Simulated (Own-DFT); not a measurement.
Simulation results for Hf36O71 (tetragonal hafnia with one neutral oxygen vacancy, atoms displaced)

Computed with Own-DFT development build. A calculation, not a measurement: plane-wave PBE and HSE06 DFT by an unreviewed code, no spin, of a simulated cell at Gamma alone, so results move with cell size and shape, stress positive in tension, energies less offsets, not probed for a lower state with spin; hafnium file: forces about 75 meV/angstrom off all-electron values; oxygen file: force components 24 meV/angstrom off all-electron in a glass; k mesh not checked against a denser one; forces and stress are PBE's, HSE06 gives the energy alone, and its difference from PBE has offsets of its own; offsets are fitted by least squares, one for each functional and potential file, so energies compare only between cells with the same atoms and settings and are not formation energies; the far tail of each file's local potential was reset to the Coulomb form; each entry is a single point on an unrelaxed cell, so the pressure reflects the starting lattice, taken from the Materials Project, from which strain is counted, and rises with the displacements; printed positions are rounded, which can move forces by about a meV/angstrom; the program is a retired in-house code; no spin-orbit coupling.

Common to all runs: first functional PBE; second functional HSE06; exact exchange share 0.25; screening 0.11 1/bohr; exchange divergence Gygi-Baldereschi; potential files PseudoDojo norm-conserving, scalar-relativistic, made for PBE, standard set; wave cutoff 48 hartree; occupations fixed; k mesh 1 x 1 x 1 centred on Gamma.

(1) Hf36O71 (tetragonal hafnia with one neutral oxygen vacancy, atoms displaced)

```xyz
107
Lattice="10.7800 0.0000 0.0000 0.0000 10.7800 0.0000 0.0000 0.0000 10.4493" Properties=species:S:1:pos:R:3 Hf36O71
Hf    10.7461     0.1468    10.3697
Hf     1.8495     1.6953     2.5423
O     10.7453     1.8701     1.5493
O      1.7716    10.7376     3.5242
O      0.1271     1.8516     4.2394
O      1.7948     0.0333     0.9245
Hf    10.7351    10.6950     5.2656
Hf     1.8597     1.7255     8.0013
O     10.7397     1.7687     6.7484
O      1.6553     0.0126     8.8527
O      0.0971     1.8860     9.3421
O      1.8563    10.7752     6.2503
Hf    10.7190     3.5559    10.4421
Hf     1.7858     5.3231     2.7577
O      0.0326     5.3500     1.6092
O      1.6424     3.6592     3.5590
O     10.7590     5.3896     4.2209
O      1.7090     3.6552     1.0468
Hf     0.0236     3.4855     5.3110
Hf     1.7567     5.5077     7.7647
O     10.6220     5.2796     6.9049
O      1.6847     3.6608     8.7441
O     10.6403     5.4259     9.4960
O      1.7813     3.5106     6.2568
Hf    10.7669     7.1605     0.1186
Hf     1.8445     9.0576     2.6755
O      0.0168     8.8271     1.7038
O      1.7609     7.0863     3.6942
O     10.7641     8.8846     4.2440
O      1.8442     7.0196     1.0294
Hf    10.6949     7.1668     5.2351
Hf     1.7433     9.0605     7.7645
O     10.6641     8.9790     6.8249
O      1.7317     7.2384     8.9466
O      0.0342     9.0692     9.4927
O      1.7633     7.2389     6.2050
Hf     3.5723     0.0111    10.4303
Hf     5.4973     1.8973     2.6569
O      3.6958     1.8487     1.4891
O      5.4532    10.7249     3.6400
O      3.5640     1.8502     4.1961
O      5.3495    10.6777     0.9624
Hf     3.5138     0.1149     5.3036
Hf     5.3309     1.8498     7.9687
O      3.7034     1.7198     6.9272
O      5.2784     0.0498     8.8390
O      3.6430     1.8725     9.3715
O      5.4447     0.0402     6.2118
Hf     3.6985     3.6694     0.0093
Hf     5.3654     5.3710     2.6320
O      3.5148     5.5153     1.5308
O      5.4024     3.5458     3.5041
O      3.4720     5.3957     4.2548
O      5.3914     3.6872     1.1669
Hf     3.5669     3.5202     5.2207
Hf     5.2894     5.3363     7.9131
O      3.5032     5.3030     6.7481
O      5.4202     3.5695     8.8418
O      3.7804     5.3481     9.5439
O      5.3295     3.6374     6.2353
Hf     3.6395     6.9798    10.3668
Hf     5.3756     8.8730     2.6781
O      3.5390     9.1894     1.6678
O      5.3454     7.3007     3.5251
O      3.6438     8.9151     4.2675
O      5.5020     7.2080     1.1844
Hf     3.5759     7.2485     5.1303
Hf     5.4711     8.8865     7.6714
O      3.5726     9.0223     6.6682
O      5.5223     7.1762     8.8476
O      3.6872     9.3433     9.4165
O      5.3176     7.2009     6.2093
Hf     7.1825    10.5329    10.4408
Hf     9.1209     1.8661     2.6704
O      7.2253     1.7612     1.5801
O      9.0811     0.0045     3.7437
O      7.2079     1.7764     3.9803
O      9.1011     0.0374     1.1028
Hf     7.0891     0.0342     5.1674
Hf     8.9770     1.7023     7.9312
O      7.1349     1.7259     6.9721
O      9.0514    10.5920     8.8317
O      7.0974     1.7301     9.3913
O      9.0025     0.1088     6.2674
Hf     7.1689     3.5497    10.4348
Hf     8.9688     5.2492     2.5818
O      7.0821     5.3362     1.5696
O      9.1360     3.4592     3.6355
O      7.2582     5.4690     4.2299
O      9.0206     3.5329     0.9693
Hf     7.1019     3.4563     5.1955
Hf     9.0681     5.3908     7.7510
O      7.3643     5.4534     6.9009
O      7.1096     5.3045     9.3640
O      9.0089     3.5656     6.3188
Hf     7.0551     7.2177    10.4373
Hf     9.0180     8.9283     2.6915
O      7.1111     8.9821     1.3869
O      9.1253     7.3272     3.6415
O      7.1162     8.9119     4.2123
O      8.9525     7.2375     1.1393
Hf     7.2473     7.2316     5.3030
Hf     9.0878     8.8706     7.8658
O      7.2000     8.9839     6.6985
O      8.9907     7.1677     8.8179
O      7.0442     9.1372     9.4236
O      8.9235     7.0915     6.1072
```

* PBE energy of cell above offsets: -84.514 eV
* HSE06 less PBE above offsets: 0.624 eV
* PBE pressure: 6.8 GPa
* PBE stress xx: -3.58 GPa
* PBE stress yy: -10.33 GPa
* PBE stress zz: -6.5 GPa
* PBE stress yz: -1.27 GPa
* PBE stress xz: 1.97 GPa
* PBE stress xy: -0.05 GPa

Force:
| element | x (eV/Å) | y (eV/Å) | z (eV/Å) |
| --- | --- | --- | --- |
| Hf | -0.294 | -1.892 | 1.664 |
| Hf | -0.236 | 2.559 | -1.417 |
| O | 2.074 | -0.457 | -0.162 |
| O | 0.298 | 1.968 | 2.465 |
| O | 0.113 | -2.735 | -0.944 |
| O | -1.9 | 0.891 | 1.285 |
| Hf | -1.698 | 1.932 | -0.669 |
| Hf | -0.656 | 3.202 | -2.489 |
| O | 1.041 | -0.394 | 1.454 |
| O | 0.343 | -0.728 | -0.323 |
| O | -1.101 | -1.106 | -0.059 |
| O | -2.271 | -0.231 | 0.755 |
| Hf | 1.859 | 2.407 | -0.277 |
| Hf | -0.791 | 2.776 | -3.044 |
| O | -2.04 | 0.381 | 0.573 |
| O | 1.082 | -4.148 | 1.902 |
| O | -0.781 | -0.331 | 0.814 |
| O | 2.344 | -0.769 | -1.29 |
| Hf | -0.494 | 0.707 | -0.272 |
| Hf | -1.446 | -1.498 | 0.087 |
| O | 7.56 | 0.897 | -3.388 |
| O | 1.073 | 0.963 | 0.553 |
| O | 0.17 | -0.539 | -0.297 |
| O | 1.248 | 0.065 | -0.584 |
| Hf | 0.575 | 0.638 | 0.803 |
| Hf | -0.778 | -4.451 | -1.98 |
| O | 0.86 | 0.329 | -0.054 |
| O | 0.458 | 2.398 | 0.028 |
| O | 0.898 | 2.11 | 0.696 |
| O | 0.135 | 1.182 | -1.315 |
| Hf | 1.495 | -0.992 | -2.369 |
| Hf | 1.201 | -0.835 | 1.187 |
| O | 2.8 | 0.018 | -1.123 |
| O | 1.629 | -0.456 | -1.414 |
| O | -0.054 | -1.724 | -0.459 |
| O | -0.388 | -0.369 | 1.584 |
| Hf | 2.558 | 3.421 | 3.21 |
| Hf | 0.009 | -5.51 | -4.144 |
| O | -1.139 | 0.334 | 1.591 |
| O | -0.203 | 1.423 | 0.28 |
| O | -0.434 | -1.113 | -0.496 |
| O | 0.827 | 0.658 | -0.088 |
| Hf | 3.593 | -1.731 | -0.716 |
| Hf | 2.509 | -3.685 | -0.257 |
| O | -2.961 | -0.062 | -2.645 |
| O | 1.207 | -0.221 | -1.304 |
| O | -1.602 | 0.761 | 0.648 |
| O | -1.61 | -0.57 | -0.045 |
| Hf | -2.22 | -4.231 | 3.126 |
| Hf | -0.189 | 1.354 | -0.978 |
| O | 2.426 | -0.948 | 0.571 |
| O | 0.079 | 3.141 | 4.137 |
| O | 1.635 | -1.585 | -0.807 |
| O | -0.587 | -0.198 | -1.944 |
| Hf | -1.552 | 2.416 | 1.029 |
| Hf | 2.986 | 0.174 | -2.274 |
| O | 0.526 | 0.637 | 2.123 |
| O | -0.671 | 1.976 | 1.771 |
| O | 0.192 | -0.336 | -4.284 |
| O | 1.2 | 0.089 | -0.525 |
| Hf | -2.209 | 5.698 | 4.653 |
| Hf | 0.038 | 6.514 | -3.757 |
| O | 0.322 | -1.205 | 0.139 |
| O | -0.596 | -6.637 | 3.656 |
| O | -0.825 | 3.265 | -1.673 |
| O | -2.602 | -0.746 | -2.197 |
| Hf | -1.136 | -1.498 | 1.265 |
| Hf | -1.742 | 2.843 | 0.996 |
| O | 0.035 | -0.248 | 2 |
| O | -1.355 | 0.165 | 0.26 |
| O | -1.119 | -8.503 | -3.476 |
| O | 0.928 | -0.306 | 0.754 |
| Hf | -0.568 | 8.465 | 5.165 |
| Hf | -1.697 | -4.633 | -2.164 |
| O | -0.116 | 1.202 | 0.183 |
| O | 0.157 | -0.003 | -0.342 |
| O | -0.279 | 0.893 | 3.095 |
| O | -0.654 | -0.571 | -1.089 |
| Hf | 1.33 | -0.989 | -0.185 |
| Hf | -0.624 | 0.749 | -1.599 |
| O | 0.682 | 1.017 | -2.493 |
| O | -0.165 | 2.449 | 0.79 |
| O | 1.416 | 0.672 | 1.217 |
| O | -0.829 | -0.641 | -0.347 |
| Hf | 0.846 | -0.925 | -0.26 |
| Hf | 1.022 | 1.976 | -0.067 |
| O | 1.977 | -0.046 | 0.494 |
| O | -1.155 | 3.739 | 1.318 |
| O | -0.454 | -1.944 | -0.436 |
| O | -2.054 | 0.973 | 0.92 |
| Hf | 1.917 | 1.553 | 1.563 |
| Hf | -4.63 | -1.775 | 5.455 |
| O | -4.823 | -0.158 | -1.452 |
| O | -0.119 | 0.615 | 1.524 |
| O | -1.932 | -0.696 | -0.888 |
| Hf | 2.457 | -0.418 | 0.513 |
| Hf | -0.126 | 2.308 | -2.462 |
| O | 1.484 | -0.435 | 2.161 |
| O | -0.992 | -4.046 | 1.052 |
| O | 0.571 | 1.125 | -0.766 |
| O | -0.963 | -0.927 | -1.366 |
| Hf | -2.626 | -0.872 | -1.457 |
| Hf | -2.537 | 1.076 | 0.711 |
| O | 0.99 | -0.426 | 1.074 |
| O | -0.481 | 0.67 | 0.556 |
| O | -0.304 | -8.067 | -5.613 |
| O | 2.628 | 0.781 | 2.678 |

(2) Hf36O71 (tetragonal hafnia with one neutral oxygen vacancy, atoms displaced)

```xyz
107
Lattice="10.7800 0.0000 0.0000 0.0000 10.7800 0.0000 0.0000 0.0000 10.4493" Properties=species:S:1:pos:R:3 Hf36O71
Hf    10.7163    10.7469    10.4332
Hf     1.7854     1.7303     2.6663
O     10.7695     1.7869     1.6296
O      1.7453     0.0102     3.6622
O      0.0306     1.7897     4.2393
O      1.7776     0.0237     1.0178
Hf    10.7281    10.7252     5.1674
Hf     1.8251     1.7951     7.8466
O      0.0544     1.8171     6.7908
O      1.7981     0.0037     8.8609
O      0.0254     1.8217     9.4285
O      1.7694    10.7528     6.3016
Hf     0.0276     3.6374     0.0019
Hf     1.8330     5.3149     2.6404
O     10.7212     5.3512     1.5692
O      1.8320     3.6697     3.5885
O     10.7369     5.3855     4.2579
O      1.7997     3.6131     1.0130
Hf    10.7792     3.5605     5.2608
Hf     1.7603     5.4503     7.8100
O      0.0069     5.3713     6.7881
O      1.7790     3.6043     8.8592
O     10.7522     5.4180     9.4458
O      1.8366     3.5400     6.2503
Hf    10.7778     7.2066    10.4232
Hf     1.7625     8.9988     2.5779
O      0.0028     8.9844     1.5594
O      1.7756     7.1968     3.6590
O     10.7496     8.9873     4.2308
O      1.8030     7.2104     1.0145
Hf     0.0602     7.2349     5.2603
Hf     1.7627     9.0121     7.8284
O      0.0376     9.0173     6.8388
O      1.7926     7.1753     8.8987
O     10.7749     8.9818     9.4241
O      1.7907     7.1866     6.2640
Hf     3.5812    10.7615     0.0190
Hf     5.3891     1.7676     2.6309
O      3.6242     1.8006     1.6013
O      5.3585    10.7402     3.5860
O      3.6199     1.7813     4.1973
O      5.4321    10.7753     1.0408
Hf     3.6310     0.0434     5.1585
Hf     5.4339     1.8117     7.8231
O      3.6168     1.7787     6.7613
O      5.4184    10.7506     8.8630
O      3.5481     1.7893     9.3759
O      5.3734    10.7187     6.2185
Hf     3.6077     3.6355     0.0087
Hf     5.3594     5.3626     2.6329
O      3.5958     5.3999     1.6496
O      5.3897     3.6098     3.6381
O      3.6139     5.3747     4.2323
O      5.4229     3.5915     1.0226
Hf     3.5990     3.5752     5.2606
Hf     5.3468     5.3501     7.8182
O      3.5654     5.3226     6.8358
O      5.4028     3.5729     8.9061
O      3.5908     5.4075     9.4618
O      5.4202     3.5820     6.3123
Hf     3.5581     7.1194    10.3945
Hf     5.3460     8.9506     2.6286
O      3.5582     8.9921     1.5897
O      5.3806     7.1257     3.6923
O      3.5969     8.9964     4.1984
O      5.3787     7.1512     1.0097
Hf     3.5891     7.1461     5.2102
Hf     5.3917     8.9943     7.8098
O      3.6387     8.9678     6.8558
O      5.3850     7.2013     8.8697
O      3.5709     8.9779     9.4604
O      5.4311     7.2060     6.2209
Hf     7.2001    10.7706     0.0048
Hf     8.9701     1.8465     2.6415
O      7.2306     1.8136     1.5974
O      8.9734     0.0569     3.6392
O      7.1891     1.8027     4.1532
O      9.0060     0.0532     1.0056
Hf     7.1835     0.0301     5.1921
Hf     8.9613     1.8377     7.7865
O      7.2379     1.7915     6.8673
O      7.2110     1.8154     9.4297
O      8.9454     0.0203     6.2605
Hf     7.1765     3.5888    10.4069
Hf     9.0036     5.3522     2.5999
O      7.1282     5.4127     1.5790
O      8.9683     3.6041     3.6656
O      7.1607     5.3491     4.2292
O      9.0048     3.6079     1.0153
Hf     7.2326     3.5760     5.2043
Hf     8.9579     5.4074     7.8381
O      7.2040     5.4136     6.7490
O      8.9886     3.6498     8.8204
O      7.2084     5.3602     9.4422
O      8.9681     3.6445     6.2088
Hf     7.2040     7.1872    10.4199
Hf     8.9944     8.9699     2.6643
O      7.1921     8.9835     1.5951
O      8.9557     7.2074     3.6209
O      7.1815     8.9731     4.2176
O      9.0244     7.1521     1.0303
Hf     7.1692     7.2352     5.2378
Hf     9.0340     8.8862     7.8264
O      7.1571     8.9881     6.7733
O      8.9789     7.1988     8.8101
O      7.1879     8.9803     9.3975
O      8.9767     7.1660     6.2117
```

- PBE energy of cell above offsets: -100.337 eV
- HSE06 less PBE above offsets: -0.128 eV
- PBE pressure: 1.2 GPa
- PBE stress xx: -0.06 GPa
- PBE stress yy: -1.83 GPa
- PBE stress zz: -1.71 GPa
- PBE stress yz: 0.49 GPa
- PBE stress xz: -0.2 GPa
- PBE stress xy: -0.01 GPa

Force:
| element | x (eV/Å) | y (eV/Å) | z (eV/Å) |
| --- | --- | --- | --- |
| Hf | 0.774 | 1.553 | -0.263 |
| Hf | -0.323 | 1.05 | -1.523 |
| O | 0.47 | 0.213 | 0.405 |
| O | 0.188 | -0.759 | 0.03 |
| O | 0.094 | 0.222 | -0.405 |
| O | 0.188 | -0.021 | 0.443 |
| Hf | 0.677 | 1.769 | 1.856 |
| Hf | -0.204 | -0.194 | 0.104 |
| O | -1.312 | 0.313 | 0.318 |
| O | -0.019 | -0.437 | 0.127 |
| O | -0.559 | -0.494 | 0.25 |
| O | 0.487 | -0.152 | -1.159 |
| Hf | -0.257 | -0.633 | -0.08 |
| Hf | -1.292 | 2.165 | -1.109 |
| O | 1.62 | 0.061 | 0.519 |
| O | -0.034 | -2.701 | 1.291 |
| O | 0.226 | 0.266 | -0.27 |
| O | 0.43 | 0.226 | 0.101 |
| Hf | 0.262 | 0.496 | 0.089 |
| Hf | -0.418 | -1.158 | 0.687 |
| O | 0.054 | 0.148 | 0.651 |
| O | 0.147 | 0.869 | -0.294 |
| O | 0.179 | 0.171 | -0.578 |
| O | -0.398 | 0.315 | -0.454 |
| Hf | 0.446 | -0.577 | 1.14 |
| Hf | 0.823 | -0.696 | -0.189 |
| O | -0.457 | 0.147 | 0.478 |
| O | 0.031 | -0.046 | -0.068 |
| O | -0.099 | -0.331 | -0.816 |
| O | -0.514 | -0.149 | 0.002 |
| Hf | -1.133 | -1.752 | -0.887 |
| Hf | 2.046 | 0.913 | 0.55 |
| O | -1.116 | -0.621 | -0.765 |
| O | -0.108 | 0.149 | -0.682 |
| O | -0.435 | -0.167 | -0.624 |
| O | 0.578 | -0.134 | 0.418 |
| Hf | 0.188 | 0.139 | -0.431 |
| Hf | 0.489 | 0.701 | -1.033 |
| O | -0.595 | -0.052 | 0.171 |
| O | 0.126 | 0.582 | 0.739 |
| O | -0.225 | 0.684 | -0.487 |
| O | -0.706 | 0.098 | -0.195 |
| Hf | -0.876 | -1.223 | 1.768 |
| Hf | -1.006 | -0.659 | 0.605 |
| O | 0.44 | 0.029 | 0.24 |
| O | -0.079 | 0.929 | -0.2 |
| O | 0.432 | 0.36 | 0.675 |
| O | 0.626 | 0.816 | -0.312 |
| Hf | -0.161 | -1.548 | 0.129 |
| Hf | 1.474 | 0.4 | -0.201 |
| O | -0.352 | -0.295 | -0.767 |
| O | -0.302 | -1.089 | 0.279 |
| O | -0.38 | -0.064 | 0.15 |
| O | -0.728 | -0.063 | -0.103 |
| Hf | 0.45 | -0.102 | 0.036 |
| Hf | 1.391 | 0.709 | 0.084 |
| O | 0.279 | 0.496 | -0.17 |
| O | -0.221 | 0.346 | -0.458 |
| O | 0.236 | -1.173 | -0.964 |
| O | -0.122 | -0.088 | -0.364 |
| Hf | 0.747 | 2.251 | 1.271 |
| Hf | 0.285 | -0.831 | -0.781 |
| O | 0.272 | 0.302 | 0.437 |
| O | -0.208 | 0.995 | -0.548 |
| O | -0.04 | -0.468 | 0.113 |
| O | -0.126 | 0.474 | -0.123 |
| Hf | 0.788 | 1.198 | -0.019 |
| Hf | 0.254 | -0.219 | 0.477 |
| O | -1.328 | -0.326 | -0.317 |
| O | 0.045 | -0.832 | -0.6 |
| O | -0.063 | -0.067 | 0.009 |
| O | -1.549 | -0.523 | 0.506 |
| Hf | -0.115 | -0.127 | -0.148 |
| Hf | 0.352 | -0.003 | -1.185 |
| O | -0.74 | -0.08 | 0.072 |
| O | 0.174 | -0.964 | 0.199 |
| O | -0.346 | -0.241 | 0.662 |
| O | -0.614 | -0.472 | -0.342 |
| Hf | 0.085 | -1.096 | 0.561 |
| Hf | 2.162 | -0.768 | 1.423 |
| O | -1.344 | 0.009 | -1.265 |
| O | 0.286 | -0.697 | -0.378 |
| O | 0.499 | -0.06 | -0.28 |
| Hf | 0.555 | 0.148 | 1.312 |
| Hf | -0.992 | 0.855 | -0.037 |
| O | 1.019 | -0.096 | 0.385 |
| O | 0.153 | -0.434 | 0.023 |
| O | 0.195 | 0.409 | -0.169 |
| O | -0.559 | -0.067 | -0.027 |
| Hf | -0.805 | 1.458 | -0.259 |
| Hf | -0.132 | -0.472 | -0.776 |
| O | -0.674 | -0.192 | 1.356 |
| O | -0.046 | -0.788 | -0.108 |
| O | -0.032 | 0.863 | -0.744 |
| O | 0.503 | -0.542 | 0.509 |
| Hf | -0.805 | -0.173 | 1.112 |
| Hf | -0.805 | -0.248 | -0.939 |
| O | 0.283 | -0.085 | 0.266 |
| O | 0.133 | -0.3 | -0.13 |
| O | 0.055 | 1.101 | -0.509 |
| O | -0.58 | 0.387 | -0.586 |
| Hf | 0.345 | -1.324 | -0.41 |
| Hf | -1.495 | 2.295 | -0.474 |
| O | 1.111 | -0.2 | 0.38 |
| O | 0.027 | -0.702 | 0.869 |
| O | 0.743 | 0.11 | 0.281 |
| O | 0.904 | 0.592 | 0.442 |
